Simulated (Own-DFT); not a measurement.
Simulation results for SiC (2H silicon carbide, strained, atoms displaced)

Computed with Own-DFT development build. A calculation, not a measurement: plane-wave PBE density functional theory by an unreviewed code, no spin, of a simulated periodic cell, stress positive in tension, free energy of the whole cell less one offset for each atom, forces on such cells passed a denser k mesh, this cell's mesh not checked; offsets are fitted by least squares, one for each functional and potential file, so energies compare only between cells with the same atoms and settings and are not formation energies; the far tail of each file's local potential was reset to the Coulomb form; each entry is a single point on an unrelaxed cell, so the pressure reflects the starting lattice, mostly measured values (interpolated for alloys), from which strain is counted, and rises with the displacements; printed positions are rounded, which can move forces by about a meV/angstrom; the program, named Own-DFT, is a retired in-house code; no spin-orbit coupling.

Common to all runs: functional PBE; potential files PseudoDojo norm-conserving, scalar-relativistic, standard set; wave cutoff 42 hartree; occupations Fermi-Dirac; smearing width 0.1 eV; hardware one NVIDIA H100; k mesh 4 x 4 x 3 centred on Gamma.

(1) SiC (2H silicon carbide, strained, atoms displaced)

```xyz
72
Lattice="9.1725 -0.1577 0.0485 -4.7229 8.0828 -0.1600 0.0528 -0.1706 10.0441" Properties=species:S:1:pos:R:3 SiC
Si     4.3641     7.9147    -0.0406
Si     0.0131     1.7616     2.5520
C      0.0496    -0.0207     1.8425
C      0.0073     1.6730     4.3141
Si     0.0482    -0.0154     5.0193
Si    -0.0596     1.6476     7.5783
C      9.1611    -0.2124     6.9302
C     -0.0210     1.6091     9.4436
Si     7.6682     2.3332     9.9777
Si    -1.5243     4.3916     2.3999
C     -1.5202     2.6219     1.8429
C     -1.5208     4.4416     4.2130
Si    -1.4969     2.5640     4.9716
Si    -1.5293     4.2988     7.4120
C      7.5550     2.3787     6.8554
C     -1.5612     4.3090     9.3652
Si    -3.1386     5.3866    -0.0846
Si    -3.1955     7.1896     2.4606
C     -3.0700     5.4266     1.7622
C     -3.1693     7.0613     4.2248
Si     6.0420     5.1578     4.9922
Si    -3.1171     7.0485     7.4039
C      6.0381     5.1211     6.7853
C     -3.0986     7.0492     9.3216
Si     3.0488    -0.0166     0.0757
Si     3.0378     1.6693     2.4449
C     -1.7287     7.9493     1.6354
C      3.1543     1.6027     4.3452
Si     3.1055    -0.0616     5.0476
Si     3.0728     1.6216     7.4875
C     -1.6180     7.8026     6.6899
C      3.0542     1.6127     9.3960
Si     1.5926     2.4788     9.9868
Si     1.4025     4.3872     2.4198
C      1.4937     2.6120     1.8381
C      1.4760     4.3376     4.3859
Si     1.4975     2.6288     5.0072
Si     1.5059     4.2192     7.4400
C      1.5696     2.4612     6.8630
C      1.5295     4.2134     9.3691
Si    -0.0682     5.1538     9.9406
Si    -0.0670     7.1303     2.4139
C     -0.0437     5.2490     1.7565
C     -0.0589     6.9923     4.2441
Si     0.0445     5.2611     4.9620
Si    -0.1004     6.9676     7.4516
C     -0.0164     5.2808     6.7720
C     -0.1243     6.9569     9.3249
Si     6.1814    -0.2114    10.0723
Si     6.1045     1.6065     2.5148
C      1.4909     7.8752     1.7903
C      6.1078     1.5937     4.4302
Si     1.4487     7.8920     4.8724
Si     6.1532     1.5595     7.6347
C      1.4370     7.8416     6.7969
C      6.1149     1.5225     9.3902
Si     4.5431     2.6215    -0.0054
Si     4.5155     4.3979     2.4203
C      4.6073     2.5348     1.8368
C      4.5502     4.3359     4.3237
Si     4.6288     2.4590     5.0104
Si     4.4816     4.2354     7.4031
C      4.6322     2.4543     6.9133
C      4.5343     4.2244     9.3237
Si     3.0994     5.0004     9.9387
Si     2.9430     6.9705     2.3841
C      2.9546     5.2657     1.8154
C      2.9202     6.9219     4.2898
Si     3.0379     5.2448     4.9382
Si     3.0057     6.9187     7.4615
C      2.9095     5.1348     6.8147
C      3.0029     6.8913     9.2498
```

* free energy of cell above offsets: -6.210 eV
* pressure: 7.54 GPa
* stress xx: -7.66 GPa
* stress yy: -4.01 GPa
* stress zz: -10.93 GPa
* stress yz: -4.65 GPa
* stress xz: 2.3 GPa
* stress xy: -6.64 GPa
* wall time: 364.6 s

Force:
```tsv
element	x (eV/Å)	y (eV/Å)	z (eV/Å)
Si	2.292	0.145	-2.119
Si	-0.657	-0.691	-3.253
C	-1.024	-0.085	2.788
C	0.375	0.866	2.35
Si	-0.435	-2.123	-0.199
Si	0.838	0.071	-1.082
C	1.286	-1.146	0.478
C	1.136	-0.375	-0.848
Si	-0.419	1.339	2.206
Si	-1.442	0.778	-0.43
C	-0.435	-0.04	-0.572
C	-0.355	-1.055	3.003
Si	-0.903	1.671	-1.329
Si	-0.952	1.493	0.058
C	2.594	0.814	1.173
C	-0.457	-1.019	-1.555
Si	0.002	1.262	-0.622
Si	0.218	-1.285	-2.897
C	-0.812	-1.225	0.691
C	0.201	1.526	2.278
Si	1.446	-0.085	-2.214
Si	-1.194	-0.018	0.24
C	0.282	-0.443	2.132
C	-1.596	-0.802	-1.097
Si	0.006	0.006	-3.174
Si	0.225	0.045	0.219
C	2.102	1.297	4.468
C	-1.991	1.533	0.007
Si	0.181	-2.802	-1.206
Si	0.608	-1.739	0.454
C	0.445	2.268	1.692
C	1.107	-1.22	-0.25
Si	-1.947	-0.153	0.767
Si	1.401	-0.459	0.734
C	0.79	-0.027	0.341
C	1.044	0.081	-1.625
Si	1.208	-1.943	-0.762
Si	-1.212	0.923	0.974
C	-1.694	0.427	0.079
C	-0.876	0.566	-1.054
Si	1.584	0.454	0.276
Si	-1.368	-1.871	-1.155
C	-0.383	1.762	0.154
C	-0.556	1.271	0.775
Si	-2.394	0.432	-1.479
Si	0.523	0.999	-0.537
C	-0.246	-2.578	1.75
C	0.888	0.209	0.13
Si	-0.158	-2.111	-0.128
Si	0.721	0.289	0.265
C	-1.337	1.897	-1.277
C	1.025	-0.587	-1.016
Si	-0.572	-0.176	0.98
Si	-1.6	-1.478	-3.204
C	0.192	0.408	0.302
C	0	0.177	2.194
Si	0.023	-0.018	-0.881
Si	0.999	-0.838	0.539
C	-0.607	0.544	0.518
C	-0.443	-1.344	0.189
Si	-0.422	1.71	0.024
Si	0.81	0.428	0.512
C	-0.572	-0.107	-0.421
C	2.185	-1.267	-0.24
Si	-2.586	2.984	0.86
Si	1.34	1.049	0.83
C	0.605	-1.457	-0.886
C	1.266	2.065	-0.481
Si	-0.543	-1.484	0.245
Si	-1.274	0.206	-1.856
C	2.482	0.745	-0.093
C	-0.97	-0.69	2.269
```

(2) SiC (2H silicon carbide, strained, atoms displaced)

```xyz
72
Lattice="9.0723 -0.0467 -0.1431 -4.5766 8.1848 0.1472 -0.1558 0.0952 10.2273" Properties=species:S:1:pos:R:3 SiC
Si     9.0116    -0.0065    -0.1343
Si     0.0459     1.7912     2.6113
C      4.4255     8.0949     1.8717
C     -0.0437     1.8849     4.5567
Si     4.3885     8.1328     5.0544
Si    -0.1117     1.8590     7.7257
C     -0.0956     0.1211     7.0418
C     -0.1187     1.9623     9.6083
Si    -1.4967     2.7719     0.0648
Si    -1.5015     4.5242     2.6303
C      7.4899     2.6922     1.8115
C     -1.6184     4.5912     4.5323
Si     7.4150     2.7083     5.0241
Si    -1.6949     4.6242     7.6866
C     -1.5824     2.8272     7.1189
C     -1.6982     4.6387     9.6287
Si     5.9946     5.4255    -0.0360
Si    -3.0762     7.3440     2.6783
C      5.9491     5.3812     1.8817
C     -3.1255     7.2969     4.5297
Si    -3.0920     5.5954     5.1564
Si    -3.1385     7.3679     7.8405
C      5.9080     5.4821     7.0043
C     -3.1285     7.3608     9.7388
Si    -1.7371     8.2460    10.2535
Si     3.0184     1.8692     2.5893
C     -1.5260     8.1078     2.0493
C      2.9018     1.8247     4.5011
Si     2.9723     0.0599     5.0928
Si     2.8429     1.8047     7.5359
C      2.9083     0.1135     6.9530
C      2.8118     1.8783     9.6683
Si     1.4817     2.6645     0.0171
Si     1.4668     4.5659     2.6181
C      1.4840     2.7279     1.9636
C      1.4406     4.6008     4.4308
Si     1.2892     2.8129     5.1230
Si     1.3208     4.5101     7.7893
C      1.3903     2.8259     7.1079
C      1.2725     4.6457     9.5827
Si    -0.0627     5.4591     0.0525
Si    -0.1601     7.2878     2.6039
C      0.0349     5.4365     1.9632
C     -0.0890     7.2170     4.5776
Si    -0.0447     5.5448     5.2168
Si    -0.0806     7.3312     7.7099
C     -0.1205     5.4945     7.0524
C     -0.1796     7.3989     9.6970
Si     1.3329     8.2070    10.2716
Si     5.9727     1.8675     2.5580
C      5.9947     0.0390     1.8708
C      5.9949     1.7993     4.4205
Si     6.0227     0.0418     5.0219
Si     5.9719     1.9290     7.5669
C      5.9473     0.0458     6.9077
C      5.9453     1.8672     9.4842
Si     4.3962     2.8893    10.1177
Si     4.4294     4.4958     2.5436
C      4.5008     2.6086     1.8440
C      4.2985     4.4840     4.4013
Si     4.3659     2.8333     4.9814
Si     4.4657     4.5326     7.6228
C      4.4096     2.7729     6.9968
C      4.3995     4.5773     9.5569
Si     2.9878     5.3831     0.0478
Si     3.0618     7.2803     2.5681
C      3.0283     5.4773     1.9399
C      3.0236     7.3025     4.5007
Si     2.8465     5.4133     5.1483
Si     2.7784     7.3149     7.6890
C      2.9083     5.4261     6.9602
C      2.9161     7.3260     9.5834
```

* free energy of cell above offsets: -4.897 eV
* pressure: 2.46 GPa
* stress xx: -13.14 GPa
* stress yy: 3.83 GPa
* stress zz: 1.93 GPa
* stress yz: 3.19 GPa
* stress xz: -5.78 GPa
* stress xy: -3.33 GPa
* wall time: 355.9 s

Force:
```tsv
element	x (eV/Å)	y (eV/Å)	z (eV/Å)
Si	2.325	0.319	-0.584
Si	-2.313	0.564	-0.336
C	2.864	2.583	0.325
C	-2.87	-2.103	-1.761
Si	3.531	2.502	2.745
Si	0.117	0.498	-0.407
C	-0.417	-1.281	-0.122
C	-1.852	-1.709	0.243
Si	-0.491	-0.432	-0.251
Si	-1.068	0.501	-0.491
C	1.45	0.053	0.932
C	0.568	-0.256	0.529
Si	1.729	1.423	0.631
Si	1.598	-0.17	0.917
C	-0.536	0.053	-1.198
C	-0.334	0.281	0.097
Si	1.128	-0.184	0.62
Si	-0.085	-2.135	-1.164
C	1.139	0.791	0.213
C	0.026	1.436	1.001
Si	-1.173	-2.409	0.595
Si	-1.03	-0.408	-0.852
C	0.103	1.351	-1.23
C	-3.338	-0.879	-0.905
Si	2.427	1.833	2.668
Si	-0.757	-1.954	-0.732
C	-3.654	3.114	-1.599
C	-0.315	0.557	-0.676
Si	-0.119	-0.897	-0.901
Si	1.392	2.288	2.424
C	0.505	-2.185	0.428
C	1.351	0.089	-2.266
Si	1.046	1.824	0.908
Si	0.929	-0.324	-1.449
C	0.407	0.519	-0.478
C	-2.051	-0.932	1.561
Si	3.688	0.872	1.38
Si	1.316	1.888	-2.156
C	-0.935	-1.079	-1.651
C	0.99	-0.75	2.033
Si	0.39	0.263	0.109
Si	4.69	-2.085	1.497
C	-2.009	0.942	-0.281
C	-0.025	2.646	-0.594
Si	-1.066	-1.964	-1.167
Si	-1.574	-0.228	0.662
C	-0.132	0.516	1.311
C	-0.255	-1.524	-1.665
Si	0.655	1.851	1.199
Si	1.433	-1.953	-1.584
C	0.821	-0.818	-0.185
C	-1.897	0.572	-0.081
Si	-0.437	-1.142	-0.699
Si	-0.786	-1.351	0.697
C	-0.211	1.341	-0.043
C	-0.686	0.076	0.012
Si	-0.066	-3.815	1.144
Si	1.268	-0.549	-0.662
C	-0.496	2.965	0.095
C	2.012	2.659	0.174
Si	1.347	-2.675	2.538
Si	-1.902	0.595	0.005
C	0.005	-0.253	-0.946
C	-1.235	1.496	-0.715
Si	0.311	0.776	-0.932
Si	-4.095	-0.926	0.932
C	-1.498	-0.306	-0.412
C	-3.862	-2.225	-1.048
Si	2.083	1.529	-0.71
Si	3.135	-1.173	-0.421
C	-0.916	0.739	2.631
C	-2.293	-1.23	0.097
```

(3) SiC (2H silicon carbide, strained, atoms displaced)

```xyz
72
Lattice="9.2959 -0.1095 -0.1459 -4.7427 8.1469 0.1976 -0.1588 0.1567 10.0635" Properties=species:S:1:pos:R:3 SiC
Si     9.0804     0.1218     9.8180
Si    -0.0429     1.8330     2.5930
C      4.4310     8.0557     1.9027
C     -0.1412     1.8386     4.4397
Si    -0.0592     0.1071     5.0033
Si    -0.0917     1.9187     7.5756
C     -4.8185     8.2188     7.0786
C     -0.1601     1.8737     9.4184
Si     7.7298     2.5361    -0.0555
Si    -1.5995     4.5627     2.4995
C     -1.5398     2.7402     1.9952
C     -1.6693     4.6014     4.4734
Si     7.6421     2.6366     4.9699
Si    -1.8083     4.5691     7.6486
C      7.6315     2.6361     6.8141
C     -1.7134     4.6374     9.4669
Si     5.8996     5.5022     9.9916
Si    -3.2555     7.2814     2.6266
C     -3.1573     5.4996     1.9734
C     -3.2933     7.2969     4.5650
Si     6.0589     5.3743     4.9013
Si    -3.2248     7.3860     7.6864
C      5.9578     5.3737     6.8199
C     -3.4097     7.3564     9.5079
Si     3.1265    -0.0304    -0.0049
Si     2.9070     1.8452     2.4699
C     -1.6322     8.1023     2.0377
C      3.0533     1.8196     4.3410
Si    -1.7049     8.1861     5.1240
Si     2.8687     1.8312     7.3673
C     -1.7895     8.1580     7.0287
C      2.9341     1.9023     9.3638
Si     1.2768     2.8825    10.0813
Si     1.4971     4.5394     2.5734
C      1.4836     2.7951     1.9040
C      1.4099     4.5024     4.3613
Si     1.4683     2.8312     5.0186
Si     1.4162     4.5161     7.5451
C      1.4968     2.8121     6.9803
C      1.3869     4.6452     9.6046
Si     0.0110     5.4824     0.1185
Si    -0.1207     7.2615     2.6619
C     -0.0968     5.4528     1.9455
C     -0.1431     7.2107     4.6011
Si    -0.1538     5.4542     5.1139
Si    -0.2751     7.4119     7.6850
C     -0.1964     5.4695     6.9408
C     -0.2752     7.3523     9.5090
Si     6.0717     0.1335     9.9275
Si     6.1873     1.9030     2.4817
C      6.1886     0.0446     1.7694
C      6.0923     1.7775     4.3045
Si     1.3131     8.1367     5.1529
Si     6.0689     1.8052     7.5635
C      6.1973     0.0543     6.8729
C      5.9572     1.8337     9.3772
Si     4.4415     2.7890     9.9723
Si     4.5131     4.4818     2.4735
C      4.5216     2.6812     1.9004
C      4.5778     4.5270     4.4462
Si     4.6240     2.7170     5.0003
Si     4.5009     4.5793     7.5894
C      4.4289     2.7429     6.8860
C      4.4017     4.6141     9.4357
Si     2.9973     5.3190     0.0463
Si     3.0335     7.3019     2.5556
C      3.0202     5.4211     2.0308
C      2.9956     7.2543     4.4306
Si     2.9935     5.3807     5.1460
Si     2.9353     7.3030     7.6113
C      2.9373     5.4598     7.0253
C      2.9206     7.3418     9.4898
```

- free energy of cell above offsets: -5.457 eV
- pressure: 2.13 GPa
- stress xx: -1.16 GPa
- stress yy: 1 GPa
- stress zz: -6.24 GPa
- stress yz: 5.96 GPa
- stress xz: -4.79 GPa
- stress xy: -5.11 GPa
- wall time: 362.7 s

Force:
```tsv
element	x (eV/Å)	y (eV/Å)	z (eV/Å)
Si	2.13	-3.138	2.045
Si	0.077	-0.208	-0.807
C	4.064	2.363	-1.221
C	1.475	1.366	0.37
Si	-0.196	-1.263	0.613
Si	-0.528	-0.792	-1.397
C	0.572	1.267	0.533
C	-0.558	3.463	0.394
Si	-0.258	1.281	-0.786
Si	-0.672	0.245	1.565
C	-0.493	0.817	-1.12
C	-0.135	-1.057	-0.86
Si	-0.319	0.83	-0.789
Si	1.442	0.58	-1.871
C	-0.418	0.882	1.34
C	-0.609	-0.024	2.149
Si	1.816	-0.249	0.431
Si	0.256	-0.31	0.32
C	-1.003	-0.71	0.076
C	0.823	0.528	-1.055
Si	1.062	0.804	1.755
Si	-2.956	-2.554	-0.507
C	1.617	1.029	1.007
C	1.138	1.261	1.738
Si	-1.04	-0.114	-1.575
Si	3.022	-1.286	0.047
C	-1.708	1.419	0.593
C	-0.952	0.639	0.912
Si	-0.645	-0.692	0.076
Si	3.318	-0.713	2.905
C	1.137	2.198	-1.106
C	-1.351	-0.13	0.108
Si	1.961	-1.24	-0.089
Si	-0.779	0.717	-1.245
C	-1.443	-1.145	-0.12
C	0.283	1.655	2.606
Si	-0.324	-2.383	0.184
Si	-1.042	2.843	1.63
C	-3.159	-0.181	-2.086
C	-2.365	-0.46	-2.661
Si	-1.335	-1.52	-1.547
Si	1.233	-0.19	-0.23
C	1.183	0.63	0.953
C	-0.84	0.898	-1.666
Si	0.226	-0.813	-0.269
Si	2.44	-2.529	-1.23
C	0.259	0.087	2.057
C	0.776	0.743	1.207
Si	-0.595	-1.981	0.974
Si	-1.754	-2.192	-1.139
C	-0.245	-0.273	0.534
C	0.347	0.13	1.277
Si	2.703	0.31	-0.013
Si	-0.397	0.583	-2.49
C	-2.822	0.1	-0.596
C	1.272	1.838	0.454
Si	-0.499	0.329	1.311
Si	1.36	0.013	1.015
C	0.789	0.351	-1.313
C	-1.957	-1.348	-1.585
Si	-0.98	0.388	-0.171
Si	-0.975	-0.887	-1.299
C	1.688	-0.369	0.264
C	-0.018	-0.856	0.289
Si	2.365	1.99	1.188
Si	-3.419	-2.431	1.216
C	-0.383	0.879	-2.092
C	-1.474	-0.732	1.195
Si	0.111	1.352	-1.677
Si	0.372	-1.177	-0.07
C	-0.211	0.308	-0.546
C	-2.46	-1.163	-0.104
```
